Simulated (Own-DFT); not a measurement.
SiC (4H silicon carbide, atoms displaced) (calculated)

A calculation, not a measurement: plane-wave PBE density functional theory by an unreviewed code, no spin, of a simulated periodic cell, stress positive in tension, free energy of the whole cell less one offset for each atom, forces on such cells passed a denser k mesh, this cell's mesh not checked; offsets are fitted by least squares, one for each functional and potential file, so energies compare only between cells with the same atoms and settings and are not formation energies; the far tail of each file's local potential was reset to the Coulomb form; each entry is a single point on an unrelaxed cell, so the pressure reflects the starting lattice, mostly measured values (interpolated for alloys), from which strain is counted, and rises with the displacements; printed positions are rounded, which can move forces by about a meV/angstrom; the program, named Own-DFT, is a retired in-house code; no spin-orbit coupling. Program: Own-DFT development build.

Common to all runs: functional PBE; potential files PseudoDojo norm-conserving, scalar-relativistic, standard set; wave cutoff 42 hartree; occupations Fermi-Dirac; smearing width 0.1 eV; hardware one NVIDIA H100; k mesh 4 x 4 x 3 centred on Gamma.

(1) SiC (4H silicon carbide, atoms displaced)

```
CELL_PARAMETERS angstrom
9.24810 0.00000 0.00000
-4.62410 8.00910 0.00000
0.00000 0.00000 10.06810
ATOMIC_POSITIONS crystal
Si 0.00761 0.00758 0.39880
Si 0.11550 0.23033 0.15611
C 0.01094 0.00185 0.09361
C 0.10962 0.21795 0.32720
Si 0.99938 0.32909 0.39995
Si 0.10632 0.54760 0.16748
C 0.99777 0.32674 0.09428
C 0.11376 0.54760 0.34111
Si 0.00354 0.67212 0.42307
Si 0.10956 0.90353 0.15762
C 0.00393 0.66175 0.08948
C 0.12405 0.90277 0.34134
Si 0.34311 0.99310 0.40793
Si 0.43632 0.20858 0.15058
C 0.33995 0.00401 0.08177
C 0.44557 0.23240 0.34162
Si 0.33414 0.33936 0.40162
Si 0.43824 0.55280 0.16127
C 0.32906 0.33240 0.08970
C 0.45080 0.56683 0.34106
Si 0.32454 0.66571 0.40195
Si 0.44794 0.89948 0.15494
C 0.34858 0.67774 0.10194
C 0.44354 0.88955 0.33186
Si 0.66677 0.00287 0.40150
Si 0.78065 0.23082 0.16336
C 0.66184 0.98387 0.08071
C 0.78270 0.22833 0.35018
Si 0.66467 0.33493 0.40964
Si 0.78204 0.56206 0.15587
C 0.66929 0.33333 0.09204
C 0.77385 0.55765 0.33542
Si 0.68800 0.68443 0.39577
Si 0.77786 0.89578 0.15209
C 0.66289 0.66337 0.08905
C 0.78509 0.89327 0.34377
Si 0.00402 0.99511 0.89967
Si 0.88903 0.77503 0.65379
C 0.00931 0.00375 0.59040
C 0.89757 0.76891 0.85089
Si 0.01152 0.67059 0.90437
Si 0.88716 0.43856 0.66290
C 0.00557 0.67913 0.60137
C 0.88069 0.44326 0.84347
Si 0.99639 0.34244 0.90307
Si 0.88496 0.10909 0.65397
C 0.00045 0.34410 0.58983
C 0.89063 0.11583 0.84423
Si 0.66301 0.00323 0.91057
Si 0.56936 0.79451 0.65155
C 0.66423 0.98853 0.59692
C 0.54922 0.77826 0.83984
Si 0.67575 0.67521 0.90130
Si 0.55005 0.43673 0.65238
C 0.66827 0.66015 0.58991
C 0.55921 0.44188 0.85260
Si 0.68290 0.33727 0.90505
Si 0.56027 0.10928 0.64914
C 0.67223 0.33187 0.59138
C 0.54016 0.10467 0.84583
Si 0.33634 0.00456 0.91121
Si 0.23109 0.78055 0.64933
C 0.32601 0.99523 0.58606
C 0.22080 0.77429 0.84388
Si 0.33113 0.66660 0.90029
Si 0.21813 0.44793 0.66071
C 0.33107 0.66537 0.59330
C 0.22575 0.45295 0.83871
Si 0.33075 0.32858 0.90809
Si 0.23281 0.11395 0.66337
C 0.33592 0.32879 0.58624
C 0.22960 0.13190 0.84470
```

* free energy of cell above offsets: -3.414 eV
* pressure: 6.15 GPa
* stress xx: -4.93 GPa
* stress yy: -4.75 GPa
* stress zz: -8.75 GPa
* stress yz: 0.77 GPa
* stress xz: 0.19 GPa
* stress xy: 0.23 GPa
* wall time: 352.8 s

Force:
```tsv
element	x (eV/Å)	y (eV/Å)	z (eV/Å)
Si	0.564	-0.394	1.293
Si	0.304	-1.496	-3.253
C	-3.862	1.586	-1.667
C	-0.261	1.518	4.514
Si	0.948	0.611	1.261
Si	0.694	1.78	-4.026
C	-0.716	1.282	-0.334
C	-2.144	0.712	2.684
Si	-0.283	-0.316	-4.022
Si	4.015	-3.576	-0.124
C	-0.38	1.046	1.278
C	0.003	-1.804	0.809
Si	-2.826	2.634	-1.607
Si	0.348	3.778	0.756
C	-1.196	-1.269	3.659
C	1.323	-2.033	-0.099
Si	0.187	0.171	-0.215
Si	1.496	0.841	-1.891
C	0.577	0.059	1.065
C	0.049	-0.567	1.545
Si	2.521	0.12	0.442
Si	0.761	-1.716	-2.154
C	-2.541	-1.654	-1.738
C	1.021	0.24	2.777
Si	0.632	-0.69	0.493
Si	0.1	-1.333	-1.663
C	-1.152	3.011	4.353
C	-1.137	-1.113	-0.796
Si	-0.284	0.883	-1.632
Si	-0.017	-0.631	-1.976
C	-0.201	-0.085	0.568
C	2.147	0.142	2.506
Si	-2.283	-3.426	1.862
Si	1.87	-1.942	-0.182
C	0.408	0.919	0.881
C	-0.833	2.323	-1.135
Si	-0.801	1.18	1.105
Si	-0.906	1.204	0.972
C	-1.068	0.015	0.518
C	-1.846	2.117	-2.189
Si	-0.594	-1.447	1.318
Si	-0.612	1.706	-1.739
C	1.258	-2.462	-0.035
C	3.326	1.728	-0.726
Si	2.035	-1.278	0.746
Si	1.657	0.914	0.312
C	1.041	-1.987	0.076
C	-0.274	-0.66	-0.206
Si	0.239	-0.563	-3.689
Si	-0.392	-7.496	2.053
C	-0.509	5.681	-3.351
C	1.841	0.899	-0.278
Si	-1.327	-1.685	0.851
Si	0.638	1.036	1.289
C	-0.317	1.338	-0.197
C	-0.344	0.447	-1.849
Si	-5.089	-2.257	1.477
Si	-1.376	-0.49	1.618
C	-0.683	-0.126	0.681
C	3.355	1.982	-1.578
Si	-1.653	-1.04	-3.187
Si	-1.036	-0.221	1.987
C	2.214	0.849	1.719
C	0.53	1.864	-1.109
Si	0.938	0.725	2.181
Si	1.426	-0.556	-2.108
C	1.012	0.826	-1.208
C	-0.461	-1.59	1.816
Si	0.239	4.613	0.361
Si	-1.512	0.141	-2.178
C	-1.521	0.425	1.057
C	0.723	-5.441	-0.741
```

(2) SiC (4H silicon carbide, atoms displaced)

```
CELL_PARAMETERS angstrom
9.24810 0.00000 0.00000
-4.62410 8.00910 0.00000
0.00000 0.00000 10.06810
ATOMIC_POSITIONS crystal
Si 0.00088 0.00503 0.39784
Si 0.11148 0.21781 0.16173
C 0.00577 0.99665 0.10416
C 0.10795 0.23654 0.33735
Si 0.00929 0.35370 0.41189
Si 0.11956 0.55261 0.14906
C 0.01081 0.34775 0.09640
C 0.11679 0.56281 0.33320
Si 0.98807 0.66005 0.39909
Si 0.10869 0.88547 0.15327
C 0.00138 0.66724 0.09416
C 0.11415 0.88446 0.33977
Si 0.34811 0.00407 0.40218
Si 0.45195 0.23547 0.14636
C 0.33582 0.99894 0.09241
C 0.44472 0.22310 0.34502
Si 0.33479 0.34418 0.38982
Si 0.44213 0.55306 0.16151
C 0.32546 0.32160 0.08721
C 0.43149 0.55085 0.34006
Si 0.31478 0.66147 0.40165
Si 0.44029 0.89225 0.15591
C 0.32867 0.66144 0.08828
C 0.43364 0.88457 0.33550
Si 0.66569 0.99367 0.40137
Si 0.78592 0.22931 0.15898
C 0.65650 0.99344 0.09728
C 0.79219 0.23986 0.33461
Si 0.65792 0.32584 0.41597
Si 0.77640 0.56137 0.15641
C 0.66507 0.33551 0.08720
C 0.78116 0.55809 0.35694
Si 0.65944 0.66921 0.39844
Si 0.78445 0.87870 0.15014
C 0.67326 0.67383 0.09657
C 0.78009 0.88388 0.34974
Si 0.00142 0.99326 0.91843
Si 0.88623 0.77589 0.66473
C 0.99435 0.00132 0.59775
C 0.88719 0.78363 0.84581
Si 0.00870 0.66039 0.91739
Si 0.88684 0.43930 0.66249
C 0.99850 0.66620 0.60229
C 0.88902 0.43695 0.84347
Si 0.01952 0.34899 0.90775
Si 0.89874 0.11285 0.66289
C 0.99743 0.33707 0.57966
C 0.87617 0.10781 0.83985
Si 0.68348 0.01137 0.90876
Si 0.54690 0.77503 0.66116
C 0.65374 0.99106 0.58833
C 0.56020 0.77148 0.83208
Si 0.67178 0.67352 0.90363
Si 0.54924 0.44005 0.66088
C 0.66873 0.65720 0.59022
C 0.54863 0.42945 0.83759
Si 0.67974 0.33464 0.90419
Si 0.56264 0.11446 0.66015
C 0.67147 0.33929 0.60557
C 0.54075 0.10248 0.84005
Si 0.32531 0.99950 0.89952
Si 0.22238 0.77775 0.66118
C 0.31016 0.97994 0.59360
C 0.23007 0.77306 0.83594
Si 0.35115 0.67629 0.90436
Si 0.22662 0.44111 0.65970
C 0.32997 0.65721 0.60649
C 0.22993 0.45373 0.86264
Si 0.33421 0.33669 0.90372
Si 0.21308 0.10508 0.65586
C 0.34921 0.34505 0.58948
C 0.21500 0.11316 0.84979
```

* free energy of cell above offsets: -1.641 eV
* pressure: 6.83 GPa
* stress xx: -6.53 GPa
* stress yy: -5.24 GPa
* stress zz: -8.7 GPa
* stress yz: 0.63 GPa
* stress xz: 0.65 GPa
* stress xy: -1.73 GPa
* wall time: 361.6 s

Force:
```tsv
element	x (eV/Å)	y (eV/Å)	z (eV/Å)
Si	1.218	-0.246	1.784
Si	-0.777	1.266	-1.916
C	-1.662	0.683	-1.604
C	1.265	-1.307	2.092
Si	-0.455	-1.671	-4.523
Si	-1.808	2.22	1.334
C	-0.035	-4.348	-1.531
C	-2.506	-0.987	0.781
Si	3.053	2.692	2.591
Si	2.621	0.214	1.393
C	0.173	-0.722	0.832
C	-0.895	1.009	0.423
Si	-3.703	-0.999	1.344
Si	0.285	-2.965	1.327
C	-1.542	0.874	-0.947
C	-0.308	0.756	-1.104
Si	0.517	-3.426	3.358
Si	-0.466	0.16	-2.765
C	0.15	2.082	1.388
C	0.756	3.133	0.092
Si	2.918	1.875	2.191
Si	0.368	-1.4	-1.158
C	2.012	1.868	0.487
C	2.678	-0.171	1.525
Si	-0.528	1.232	0.061
Si	-0.821	-0.392	-1.903
C	2.87	1.404	-0.676
C	-1.124	-1.767	3.428
Si	1.468	1.635	-0.71
Si	1.588	-1.544	0.818
C	1.435	1.062	0.771
C	-3.566	-2.123	-3.207
Si	1.437	-1.486	2.798
Si	-2.676	3.252	2.633
C	-1.148	-2.937	-1.453
C	-0.931	0.982	-2.333
Si	-1.269	1.259	-1.655
Si	0.005	-0.108	-2.419
C	1.121	-0.503	-1.349
C	1.934	-1.125	1.486
Si	-1.019	0.739	-3.373
Si	0.471	1.791	-1.641
C	0.279	-0.612	-1.003
C	1.454	1.502	1.001
Si	-2.485	-2.759	0.861
Si	-2.815	-0.01	-2.857
C	1.152	-0.715	6.083
C	4.809	2.96	1.544
Si	-5.15	-2.896	0.577
Si	2.106	-0.259	-3.883
C	1.238	1.14	0.58
C	-0.013	1.737	4.332
Si	-0.123	-2.259	-0.094
Si	1.989	1.601	-1.418
C	-1.806	1.264	0.605
C	0.668	2.16	2.733
Si	-3.064	-1.805	-0.351
Si	-1.541	-1.254	-1.16
C	-0.492	-1.847	-1.549
C	2.668	1.288	1.449
Si	1.004	-0.547	1.247
Si	-0.352	-2.406	-1.933
C	1.912	4.006	-0.995
C	-1.37	0.509	3.627
Si	-1.198	0.032	0.244
Si	-0.587	-0.185	-0.122
C	-1.282	1.045	-2.669
C	1.149	-0.376	-3.737
Si	0.725	-0.903	0.485
Si	0.887	0.863	-0.324
C	-3.007	-2.961	-0.753
C	0.14	-0.275	-1.192
```

(3) SiC (4H silicon carbide, atoms displaced)

```
CELL_PARAMETERS angstrom
9.24810 0.00000 0.00000
-4.62410 8.00910 0.00000
0.00000 0.00000 10.06810
ATOMIC_POSITIONS crystal
Si 0.99067 0.99343 0.41141
Si 0.11967 0.21766 0.17682
C 0.00462 0.99042 0.09530
C 0.10328 0.21362 0.33446
Si 0.98704 0.32141 0.40739
Si 0.10446 0.55337 0.15754
C 0.99292 0.32236 0.10310
C 0.10605 0.56225 0.33974
Si 0.00840 0.66622 0.40968
Si 0.11410 0.88600 0.15471
C 0.98608 0.65724 0.09554
C 0.10742 0.88613 0.35196
Si 0.33801 0.99670 0.40406
Si 0.44425 0.22122 0.14317
C 0.34704 0.99811 0.08737
C 0.45571 0.22390 0.34346
Si 0.33660 0.32975 0.40334
Si 0.45047 0.55101 0.16242
C 0.34504 0.33208 0.09717
C 0.43645 0.54332 0.35161
Si 0.33102 0.67328 0.41287
Si 0.43739 0.87619 0.15876
C 0.34064 0.67611 0.10034
C 0.45184 0.90031 0.34477
Si 0.65429 0.99995 0.40538
Si 0.78436 0.21456 0.16163
C 0.67367 0.00524 0.08672
C 0.77233 0.21482 0.34110
Si 0.66237 0.33340 0.40787
Si 0.77752 0.54286 0.16408
C 0.66424 0.33336 0.10144
C 0.78580 0.55037 0.34167
Si 0.66883 0.66517 0.39760
Si 0.75625 0.87004 0.15462
C 0.67543 0.66894 0.09929
C 0.78369 0.88081 0.34322
Si 0.99844 0.99521 0.90814
Si 0.89456 0.78160 0.65113
C 0.99995 0.00308 0.60850
C 0.88784 0.78887 0.84839
Si 0.99964 0.67191 0.90463
Si 0.87881 0.43798 0.65242
C 0.00335 0.66553 0.58853
C 0.87008 0.43512 0.84227
Si 0.00504 0.32849 0.90279
Si 0.89511 0.10961 0.66239
C 0.00009 0.33328 0.59749
C 0.88858 0.10839 0.84861
Si 0.68484 0.02130 0.90096
Si 0.54590 0.75603 0.65259
C 0.66953 0.00032 0.59829
C 0.55211 0.78177 0.85157
Si 0.67371 0.67488 0.91044
Si 0.55775 0.44702 0.65700
C 0.66629 0.67039 0.58919
C 0.55091 0.43926 0.83687
Si 0.66563 0.32030 0.90418
Si 0.56449 0.11815 0.65882
C 0.66821 0.33070 0.58461
C 0.55944 0.11478 0.84883
Si 0.32822 0.99211 0.91340
Si 0.22344 0.78101 0.65270
C 0.32779 0.98419 0.59356
C 0.22720 0.77831 0.85044
Si 0.32674 0.66201 0.90908
Si 0.22676 0.44019 0.65620
C 0.33388 0.68144 0.59440
C 0.22311 0.45563 0.85306
Si 0.32835 0.33765 0.90374
Si 0.21580 0.10501 0.65874
C 0.33269 0.33280 0.58917
C 0.21433 0.09649 0.84085
```

* free energy of cell above offsets: -2.699 eV
* pressure: 6.76 GPa
* stress xx: -5.48 GPa
* stress yy: -7.29 GPa
* stress zz: -7.5 GPa
* stress yz: -0.77 GPa
* stress xz: 0.6 GPa
* stress xy: -0.71 GPa
* wall time: 362.8 s

Force:
```tsv
element	x (eV/Å)	y (eV/Å)	z (eV/Å)
Si	1.568	0.858	-0.158
Si	-0.753	-0.679	-10.28
C	-1.484	1.289	0.093
C	0.134	0.412	9.704
Si	1.058	1.514	-0.343
Si	0.641	-0.318	-0.78
C	2.722	1.888	-1.704
C	2.687	-1.791	1.396
Si	-2.343	0.447	-1.152
Si	-0.165	-0.655	0.785
C	2.25	1.163	-0.964
C	1.062	0.761	-1.061
Si	-2.264	1.253	0.93
Si	2.297	-1.128	2.753
C	-2.158	-0.378	2.665
C	-2.688	-1.342	-0.808
Si	-0.481	-1.581	0.304
Si	-0.907	0.594	-0.551
C	-3.27	0.697	-1.096
C	-0.075	2.7	-1.025
Si	0.432	-1.11	-1.773
Si	1.404	4.446	-0.303
C	-0.274	-4.883	-1.068
C	-1.011	-3.4	-1.178
Si	4.208	0.455	1.811
Si	-2.543	0.113	-1.018
C	-0.547	-1.715	1.385
C	-0.229	0.524	1.633
Si	1.949	0.164	-1.831
Si	-1.064	1.339	-1.388
C	1.68	-1.357	-2.104
C	-1.174	0.509	2.13
Si	0.309	-1.243	1.315
Si	2.571	4.914	0.718
C	-0.665	-3.7	-0.849
C	-3.29	0.543	-0.366
Si	0.149	1.613	1.542
Si	-0.937	-1.133	1.42
C	0.448	-0.708	-3.238
C	1.388	-2.682	-1.924
Si	-0.433	-1.314	0.54
Si	1.307	1.059	0.837
C	-0.777	-0.321	2.062
C	3.546	1.992	-0.685
Si	-2.538	0.589	2.037
Si	-2.494	0.398	-0.399
C	0.494	-0.39	-0.343
C	2.696	1.629	-1.335
Si	-2.796	-4.23	1.511
Si	-0.737	4.359	2.169
C	0.1	-0.59	-0.548
C	1.034	-0.419	-1.184
Si	-1.558	-1.502	-0.475
Si	0.197	-0.355	-1.346
C	1.981	-1.423	-0.473
C	0.204	0.715	2.051
Si	-2.786	2.683	2.337
Si	-0.743	-2.056	-0.127
C	-1.299	0.332	1.941
C	-0.84	-1.903	-1.509
Si	0.865	1.083	-2.555
Si	-0.678	-1.529	2.588
C	-0.17	4.531	-0.481
C	-1.63	-0.833	-1.463
Si	1.381	3.309	1.437
Si	-1.817	1.474	-0.113
C	1.42	-3.392	-0.042
C	0.731	-2.893	-2.234
Si	1.782	-1.267	0.664
Si	2.186	0.528	-0.677
C	0.596	-0.794	0.939
C	0.138	2.133	1.253
```

(4) SiC (4H silicon carbide, atoms displaced)

```
CELL_PARAMETERS angstrom
9.24810 0.00000 0.00000
-4.62410 8.00910 0.00000
0.00000 0.00000 10.06810
ATOMIC_POSITIONS crystal
Si 0.00545 0.00010 0.40512
Si 0.10522 0.21010 0.16175
C 0.00416 0.99186 0.10264
C 0.10408 0.22250 0.34324
Si 0.99300 0.32147 0.42016
Si 0.11317 0.55398 0.15053
C 0.00438 0.33949 0.10069
C 0.10547 0.54634 0.34213
Si 0.00878 0.67536 0.39924
Si 0.11239 0.88403 0.16424
C 0.99327 0.65879 0.10156
C 0.10417 0.87853 0.35023
Si 0.34344 0.00457 0.40989
Si 0.45373 0.23101 0.15916
C 0.33394 0.01510 0.09023
C 0.45125 0.21990 0.34101
Si 0.33449 0.33695 0.39678
Si 0.44732 0.56055 0.15516
C 0.32759 0.33336 0.09156
C 0.43968 0.55635 0.34440
Si 0.33640 0.65771 0.40904
Si 0.44519 0.88507 0.15454
C 0.31962 0.66066 0.09605
C 0.43921 0.89853 0.34912
Si 0.66350 0.99075 0.40273
Si 0.77101 0.21604 0.15906
C 0.65436 0.99318 0.08630
C 0.77482 0.22749 0.33783
Si 0.66499 0.33839 0.41126
Si 0.78168 0.56013 0.14964
C 0.67272 0.33285 0.09923
C 0.77243 0.54725 0.34903
Si 0.66184 0.66936 0.41135
Si 0.77197 0.88506 0.16188
C 0.66127 0.67637 0.09849
C 0.78731 0.88441 0.33292
Si 0.00136 0.00214 0.91379
Si 0.89983 0.77134 0.65635
C 0.00032 0.00014 0.58849
C 0.88311 0.76911 0.85005
Si 0.00196 0.67278 0.91032
Si 0.88806 0.44464 0.65684
C 0.01134 0.67430 0.59171
C 0.88799 0.43886 0.82589
Si 0.00638 0.32776 0.90508
Si 0.87943 0.11291 0.65563
C 0.99450 0.31917 0.59514
C 0.89942 0.12092 0.84817
Si 0.65747 0.99491 0.89570
Si 0.54475 0.75895 0.65600
C 0.66940 0.00380 0.58219
C 0.56677 0.78250 0.84094
Si 0.66528 0.66815 0.89244
Si 0.55470 0.44000 0.66318
C 0.68091 0.66981 0.59050
C 0.55079 0.42976 0.83829
Si 0.66381 0.32708 0.89575
Si 0.57087 0.11126 0.65564
C 0.64296 0.31322 0.59130
C 0.56116 0.12415 0.83957
Si 0.33072 0.99082 0.90028
Si 0.22174 0.78342 0.65543
C 0.33577 0.99188 0.59960
C 0.22838 0.78646 0.84142
Si 0.32689 0.65775 0.91522
Si 0.21849 0.44311 0.65028
C 0.34742 0.67181 0.58842
C 0.20906 0.43201 0.84675
Si 0.31903 0.33190 0.90332
Si 0.21260 0.10988 0.65340
C 0.33010 0.32748 0.58880
C 0.22008 0.11767 0.85420
```

- free energy of cell above offsets: -2.356 eV
- pressure: 6.61 GPa
- stress xx: -4.67 GPa
- stress yy: -7.45 GPa
- stress zz: -7.7 GPa
- stress yz: -0.23 GPa
- stress xz: 0.26 GPa
- stress xy: -0.32 GPa
- wall time: 359 s

Force:
```tsv
element	x (eV/Å)	y (eV/Å)	z (eV/Å)
Si	-0.618	-0.105	-0.164
Si	-0.392	1.991	-1.106
C	-2.101	0.046	-0.909
C	1.672	-0.657	0.945
Si	-1.22	1.31	-4.47
Si	-2.155	-1.325	2.999
C	-0.138	-2.947	-2.128
C	0.897	0.879	1.191
Si	-0.416	-4.75	1.661
Si	0.548	0.638	-0.861
C	1.847	1.912	-1.961
C	1.32	4.276	-1.375
Si	-2.831	0.146	0.979
Si	-0.879	-0.443	-1.536
C	1.358	-2.752	0.36
C	-2.122	0.755	0.796
Si	0.225	-1.635	1.171
Si	-1.129	-1.567	0.107
C	0.878	0.693	0.935
C	1.924	0.125	-0.755
Si	-3.541	1.768	-1.463
Si	-2.554	1.111	0.683
C	2.804	1.812	-0.425
C	3.793	-3.475	-1.89
Si	-0.075	1.899	-1.498
Si	1.113	0.833	-1.208
C	1.861	0.632	0.519
C	0.902	-1.62	2.832
Si	0.964	-1.551	-1.143
Si	-2.235	-1.721	2.344
C	-1.116	0.928	-2.568
C	-0.257	2.804	-0.886
Si	2.131	-0.909	-2.029
Si	0.385	1.517	-3.381
C	1.804	-2.005	-2.389
C	-2.023	0.316	4.307
Si	-0.051	-0.746	-0.163
Si	-1.969	1.857	0.224
C	-1.017	-0.812	1.219
C	0.903	1.947	-1.265
Si	0.583	-1.766	-0.454
Si	-0.244	-0.249	-3.848
C	-0.019	-2.328	-0.549
C	0.232	0.864	5.74
Si	-4.051	1.002	2.196
Si	2.577	-2.307	0.849
C	-0.785	3.103	0.851
C	-1.445	-3.644	-1.138
Si	1.247	2.501	1.869
Si	3.101	3.31	0.015
C	0.687	-1.92	2.214
C	-2.793	-1.776	-0.69
Si	0.64	-1.948	2.949
Si	-0.522	-0.447	-3.335
C	-1.546	-1.135	1.931
C	-1.989	2.3	2.146
Si	1.213	2.689	2.848
Si	-3.057	-1.589	-0.192
C	2.01	3.651	0.319
C	0.487	-4.786	-0.483
Si	-0.809	4.513	1.709
Si	1.962	-1.217	0.044
C	-0.65	2.622	-0.836
C	0.111	-3.422	0.378
Si	0.082	0.856	-2.112
Si	0.926	-0.454	0.599
C	-3.509	-2.294	1.237
C	1.667	3.829	-2.238
Si	3.13	-0.095	1.458
Si	1.863	0	1.146
C	-0.235	1.354	0.177
C	0.648	-2.391	-2.502
```
